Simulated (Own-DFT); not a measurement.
# Misfit strain and the stress it brings: wurtzite AlGaN with randomly placed atoms, 72 atoms (Al9Ga27N36)

No measurement is shown. These are fixed-geometry runs of a retired plane-wave code named Own-DFT, which no person has reviewed; spin and spin-orbit coupling are neglected.

Common settings: PBE; PseudoDojo norm-conserving scalar-relativistic files; cutoff 42 hartree; 4 x 4 x 3 k mesh centred on Gamma; Fermi-Dirac smearing of 0.1 eV.

Caveats: forces on such cells passed a denser k mesh, each cell not checked; stress not checked against mesh or cutoff.

Unstrained cell vectors in Å: (9.509, 0.000, 0.000); (-4.755, 8.235, 0.000); (0.000, 0.000, 10.268). The unstrained cell has measured lattice constants (interpolated for alloys), not those of this functional. That, the random moves and any unrelaxed bonds set the pressure at no strain. Each run strains x and y alike by e, as a substrate would, and holds the height along z. All atoms carry random offsets, Gaussian with a width of 0.05 Å per axis. The random placing of the alloy's atoms differs from row to row. Stress is positive in tension.

```
e (%)  u (Å)  (s_xx + s_yy)/2 (GPa)  s_zz (GPa)
-2.75  0.047                 -25.03      -11.45
-2.50  0.047                 -21.73      -13.12
-2.25  0.051                 -21.70      -11.40
-1.75  0.047                 -17.42      -10.33
-1.50  0.053                 -16.96      -10.57
 0.50  0.051                      ?           ?
 1.25  0.054                  -1.58       -5.83
 1.50  0.048                   0.46       -5.27
 1.75  0.048                   1.53       -4.93
 3.00  0.045                   7.50       -4.33
```

## What the rows give

With e as a fraction, the in-plane stress is -7.8 + 558 e - 1556 e² GPa (errors 11 and 900, scatter 0.67), and s_zz is -8.0 + 152 e GPa (slope ± 12, scatter 0.72). At e = 0 the first slope is C11 + C12 and the second 2 C13, both with the ions held to the strained lattice and at the cell's own pressure. A free layer would change its height as e changes, and the in-plane slope would drop by 2 C13²/C33 to the biaxial modulus. At fixed height, a misfit of 1 % moves the in-plane stress by about 5.6 GPa and s_zz by 1.5 GPa.

## Check

The question: what are the two stresses at e = 0.50 %?

From the fit: -5.1 and -7.3 GPa. The run itself gave -5.10 and -6.75 GPa.
